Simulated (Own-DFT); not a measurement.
# Energy and forces against displacement in grey tin, 64 atoms (Sn64)

Calculated results; nothing here was measured. The program, named Own-DFT, is a retired in-house plane-wave density functional code that no person has reviewed. Each row is one single-point run on a periodic cell that was not relaxed, without spin or spin-orbit coupling.

Settings of every run: PBE; PseudoDojo norm-conserving scalar-relativistic files; cutoff 42 hartree; 3 x 3 x 3 k mesh centred on Gamma; cold (Marzari-Vanderbilt) smearing of 0.2 eV.

Known limits: forces on such cells moved up to 12 meV/angstrom on a denser k mesh; stress not checked against mesh or cutoff.

Cell vectors in Å: (12.978, 0.000, 0.000); (0.000, 12.978, 0.000); (0.000, 0.000, 12.978). In each run every atom was moved at random and independently from its ideal site; u is the rms move along one axis. E is the free energy for each atom above the fitted value at u = 0, and F the rms of the force components.

```
run   u (Å)  E (meV/atom)  F (eV/Å)  largest force (eV/Å)  P (GPa)
  1  0.0202           5.8     0.226                  0.71     3.38
  2  0.0209           5.7     0.225                  0.81     3.38
  3  0.0475          25.8     0.478                  1.53     3.55
  4  0.0512          33.1     0.543                  1.63     3.63
  5  0.0528          37.3     0.599                  2.08     3.69
  6  0.0974         135.3     1.186                  4.29     4.61
  7  0.1036             ?         ?                     ?        ?
  8  0.1050         144.5     1.250                  5.53     4.65
  9  0.1541         275.4     1.880                 10.80     5.91
```

## Worked fit

For small independent moves the energy grows as E = (3/2) K u², with K the mean stiffness felt by one atom. The runs with u up to 0.11 Å give K = 8.7 ± 0.3 eV/Å², with residuals divided by u² + 0.0006 Å², since the noise grows with the moves. The scatter is 2.5 meV/atom at u = 0.05 Å. The forces follow F = G u with G = 11.2 eV/Å²; no force at u = 0 is resolved. G exceeds K because the moves of its neighbours add to the force on an atom, and stiffness differs between atoms. At u = 0.154 Å the parabola gives 311 meV/atom and the run 275. The pressure follows P = 3.31 + 127 u² GPa: at fixed volume, shortened bonds push harder than stretched ones pull.

## Withheld run

Question: what energy and rms force should run 7 give?

The fit gives 141 ± 11 meV/atom and about 1.16 eV/Å. The calculation gave 114.0 meV/atom and 1.015 eV/Å.
